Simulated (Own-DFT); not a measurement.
# One host, several defects: zincblende GaAs

Source: density functional calculations with Own-DFT, an unreviewed in-house program that is no longer used. Nothing was measured or relaxed, and spin and spin-orbit coupling are left out.

Common settings: PBE; PseudoDojo norm-conserving scalar-relativistic files; cutoff 42 hartree; 3 x 3 x 3 k mesh centred on Gamma; Fermi-Dirac smearing of 0.1 eV.

Limits (not all hold for every row): not probed for a lower state with spin; forces not confirmed at this smearing and k mesh; stress not checked against mesh or cutoff.

All runs share one cell, with vectors in Å (10.862, 0.000, 0.000); (0.000, 10.862, 0.000); (0.000, 0.000, 11.796) and a volume of 1391.7 Å³, strained against the parent crystal. Atoms were moved at random from their sites; u is the rms move along one axis. The defect's site can differ from row to row.

| cell | formula | u (Å) | P (GPa) |
|---|---|---|---|
| no defect | As32Ga32 | 0.0312 | 6.71 |
| no defect | As32Ga32 | 0.0487 | 7.08 |
| no defect | As32Ga32 | 0.0520 | 7.06 |
| one In on a Ga site | As32Ga31In | 0.0290 | 7.40 |
| one In on a Ga site | As32Ga31In | 0.0293 | 7.42 |
| one In on a Ga site | As32Ga31In | 0.0317 | 7.36 |
| one Al on a Ga site | AlAs32Ga31 | 0.0268 | 6.63 |
| one Al on a Ga site | AlAs32Ga31 | 0.0454 | 6.94 |
| one Al on a Ga site | AlAs32Ga31 | 0.0525 | 7.11 |
| one As vacancy and one Ga vacancy | As31Ga31 | 0.0296 | 5.88 |
| one As vacancy and one Ga vacancy | As31Ga31 | 0.0328 | 5.91 |
| one As vacancy and one Ga vacancy | As31Ga31 | 0.0482 | 6.19 |
| one As vacancy and one Ga vacancy | As31Ga31 | 0.0539 | ? |
| one P on an As site | As31Ga32P | 0.0317 | 6.42 |
| one P on an As site | As31Ga32P | 0.0493 | 6.74 |
| one P on an As site | As31Ga32P | 0.0504 | 6.71 |

## Fit

P = P0 + c u² + a shift for each defect gives P0 = 6.50 GPa, c = 222 ± 14 GPa/Å² and a scatter of 0.04 GPa. The shifts, and each times the cell's volume:

- one In on a Ga site: 0.69 ± 0.03 GPa, 6.0 eV
- one Al on a Ga site: -0.02 ± 0.03 GPa, -0.1 eV (not resolved)
- one P on an As site: -0.32 ± 0.03 GPa, -2.8 eV
- one As vacancy and one Ga vacancy: -0.82 ± 0.03 GPa, -7.2 eV

Against the defect-free cell, a freed cell would be larger where the shift is positive and smaller where it is negative (160.2 GPa Å³ is 1 eV). The atoms around the defects weren't relaxed, which would change these numbers.

## The run left out

Asked: what pressure belongs in the blank (one As vacancy and one Ga vacancy, u = 0.0539 Å)?

The fitted form gives 6.32 ± 0.05 GPa. The run itself gave 6.40 GPa.
